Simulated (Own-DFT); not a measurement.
# Strain and stress in grey tin, 32 atoms (Sn32)

All numbers below are calculated, not measured. The program, named Own-DFT, is a retired in-house plane-wave density functional code that no person has reviewed. Each row is one single-point run on a periodic cell that was not relaxed, without spin or spin-orbit coupling.

Settings of every run: PBE; PseudoDojo norm-conserving scalar-relativistic files; cutoff 42 hartree; 3 x 3 x 5 k mesh centred on Gamma; cold (Marzari-Vanderbilt) smearing of 0.2 eV.

Known limits: forces on such cells failed a check on a denser k mesh; stress not checked against mesh or cutoff.

Unstrained cell vectors in Å: (12.978, 0.000, 0.000); (0.000, 12.978, 0.000); (0.000, 0.000, 6.489). The unstrained cell has measured lattice constants (interpolated for alloys), not those of this functional. That, the random moves and any unrelaxed bonds set the pressure at no strain. Each run strains this cell uniformly, with the atoms carried along. Every atom was also moved at random, by a Gaussian of width 0.05 Å on each axis. Strain is the symmetric tensor, in per cent. Stress is positive in tension, and the pressure is minus a third of its trace.

```
run  e_xx (%)  e_yy (%)  e_zz (%)  s_xx (GPa)  s_yy (GPa)  s_zz (GPa)  P (GPa)  E (meV/atom)
  1      1.75      1.75      0.00       -1.78       -1.80       -2.34     1.98           9.8
  2     -1.00     -1.00      0.00       -4.86       -4.85       -4.56     4.75          49.0
  3      1.25      1.25      0.00       -2.24       -2.26       -2.56     2.35           9.3
  4     -2.50     -2.50      0.00       -6.79       -6.77       -6.17     6.58          81.6
  5      2.50      2.50      0.00       -1.02       -1.05       -1.77     1.28           0.0
  6     -0.50     -0.50      0.00       -4.17       -4.12       -4.05     4.11          32.2
  7      3.00      3.00      0.00       -0.66       -0.68       -1.41     0.92           0.8
  8      2.25      2.25      0.00       -1.26       -1.26       -1.90     1.47           0.0
  9     -2.00     -2.00      0.00           ?           ?           ?        ?             ?
```

E is the free energy for each atom above the lowest run shown.

## Worked fit

The change of volume is close to e_xx + e_yy + e_zz. A straight line through the runs shown gives P = 3.81 - 51 x (fractional change of volume) GPa, with an error of 2 on the slope and a scatter of 0.18 GPa. The strain isn't the same on all axes, but the crystal is cubic, so the slope still estimates the bulk modulus, averaged over pressures from 0.9 to 6.6 GPa.

## Withheld run

Question: what pressure should run 9 give? Its volume changes by -3.96 %.

The line gives 5.8 GPa. The calculation gave 6.01 GPa.
